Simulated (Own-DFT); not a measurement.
# Response to strain: diamond-structure SiGeSn with randomly placed atoms, 64 atoms (Ge44Si16Sn4)

All numbers below are calculated, not measured. The program, named Own-DFT, is a retired in-house plane-wave density functional code that no person has reviewed. Each row is one single-point run on a periodic cell that was not relaxed, without spin or spin-orbit coupling.

Settings of every run: PBE; PseudoDojo norm-conserving scalar-relativistic files; cutoff 49 hartree; 3 x 3 x 3 k mesh centred on Gamma; Fermi-Dirac smearing of 0.1 eV.

Known limits: forces on such cells moved up to 12 meV/angstrom on a denser k mesh; stress not checked against mesh or cutoff.

Unstrained cell vectors in Å: (11.306, 0.000, 0.000); (0.000, 11.306, 0.000); (0.000, 0.000, 11.306). The unstrained cell has measured lattice constants (interpolated for alloys), not those of this functional. That, the random moves and any unrelaxed bonds set the pressure at no strain. Each run strains this cell uniformly, with the atoms carried along. Every atom was also moved at random, by a Gaussian of width 0.05 Å on each axis. The random placing of the alloy's atoms differs from row to row. Strain is the symmetric tensor, in per cent. Stress is positive in tension, and the pressure is minus a third of its trace.

```
run,e_xx (%),e_yy (%),e_zz (%),s_xx (GPa),s_yy (GPa),s_zz (GPa),P (GPa),E (meV/atom)
1,1.75,1.75,0.00,-1.21,-1.28,-2.45,1.64,0.0
2,-0.75,-0.75,0.00,-6.09,-5.75,-5.33,5.72,39.4
3,-2.50,-2.50,0.00,-9.77,-9.63,-7.84,9.08,78.4
4,-2.75,-2.75,0.00,-10.03,-10.19,-8.24,9.49,79.2
5,-1.50,-1.50,0.00,-7.16,-7.09,-6.21,6.82,35.6
6,0.50,0.50,0.00,-3.47,-3.54,-3.56,3.52,12.5
7,-1.25,-1.25,0.00,-6.63,-6.74,-5.77,6.38,28.3
8,1.50,1.50,0.00,-1.70,-1.56,-2.70,1.99,1.3
9,-0.50,-0.50,0.00,?,?,?,?,?
```

E is the free energy for each atom above the lowest run shown.

## Worked fit

The change of volume is close to e_xx + e_yy + e_zz. A straight line through the runs shown gives P = 4.52 - 87 x (fractional change of volume) GPa, with an error of 3 on the slope and a scatter of 0.25 GPa. The strain isn't the same on all axes, but the crystal is cubic, so the slope still estimates the bulk modulus, averaged over pressures from 1.6 to 9.5 GPa.

## Withheld run

Question: what pressure should run 9 give? Its volume changes by -1.00 %.

The line gives 5.4 GPa. The calculation gave 5.05 GPa.
